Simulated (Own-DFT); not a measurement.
# Reading a pressure off an energy slope: monoclinic HfO2, 94 atoms (Hf32O62), with two O vacancies

All values are computed. Each geometry was run twice at fixed positions with Own-DFT, a retired in-house plane-wave program that no person has reviewed: with PBE, and with HSE06 (exact exchange share 0.25 at short range, screening 0.11 per bohr, Gygi-Baldereschi treatment of its divergence). Both used PseudoDojo norm-conserving files made for PBE, a cutoff of 48 hartree, the Gamma point alone, fixed occupations, a neutral cell and no spin. One k point on a cell 10.1 Å thick isn't converged, and results move with the size of the cell. The hafnium file keeps the 4f electrons in the core, and its forces lie about 75 meV/Å off all-electron values. The oxygen file's force components were 24 meV/Å off all-electron values in a glass.

Unstrained cell vectors in Å: (10.234, 0.000, 0.000); (0.000, 10.350, 0.000); (-1.696, 0.000, 10.445), volume V0 = 1106.4 Å³, from measured lattice constants. Each geometry has its own random strain of a few per cent, its own defect sites and random moves of rms u per axis. HSE06 gave the energy alone. D is its energy less that of PBE, over the lowest D shown. The PBE stress wasn't checked against mesh or cutoff.

| run | V - V0 (Å³) | u (Å) | P with PBE (GPa) | D (eV) |
|---|---|---|---|---|
| 1 | -31.9 | 0.0311 | 11.12 | 0.133 |
| 2 | 50.4 | 0.0322 | -6.36 | 2.103 |
| 3 | -15.2 | 0.0299 | 7.28 | 0.492 |
| 4 | -7.0 | 0.0295 | 5.47 | 0.631 |
| 5 | -12.9 | 0.0303 | 6.16 | 0.498 |
| 6 | -8.8 | 0.0491 | 7.74 | 0.851 |
| 7 | -14.9 | 0.0531 | 9.23 | 0.785 |
| 8 | -38.0 | 0.0294 | 13.04 | 0.000 |
| 9 | 10.7 | 0.0531 | 4.65 | 1.295 |
| 10 | -22.0 | 0.0438 | 10.84 | 0.373 |
| 11 | 33.6 | 0.0524 | -2.14 | 1.989 |
| 12 | 14.2 | 0.0306 | 0.64 | 1.219 |
| 13 | 9.5 | 0.0310 | 1.92 | 1.056 |
| 14 | -17.9 | 0.0487 | 8.80 | ? |

## What the rows give

D = 0.73 + 0.0242 (V - V0) + 135 u² eV, with an error of 0.0007 on the volume slope, 20 on the last term and a scatter of 0.06 eV. Pressure is -dE/dV, and 1 eV/Å³ is 160.2 GPa, so HSE06 changes the pressure by -3.9 ± 0.1 GPa. With the ions held to the strained lattice, the PBE pressure falls by 247 ± 7 GPa per unit of volume strain; the shape of the strain isn't fitted, so the true error is larger, and a relaxed crystal would be softer. On that slope HSE06's volume at a given pressure is about 1.6 % smaller, or 0.5 % in lengths. At u = 0 and V0 the PBE pressure is 3.0 GPa, which puts the zero-pressure volume, against the measured cell and with the defects in, at +1.2 % for PBE and -0.4 % for HSE06, each good to a few tenths of a per cent.

## Withheld run

Q: what D should run 14 give?

The fit gives 0.61 eV, with rows scattering by 0.06. The hidden result is 0.607 eV.
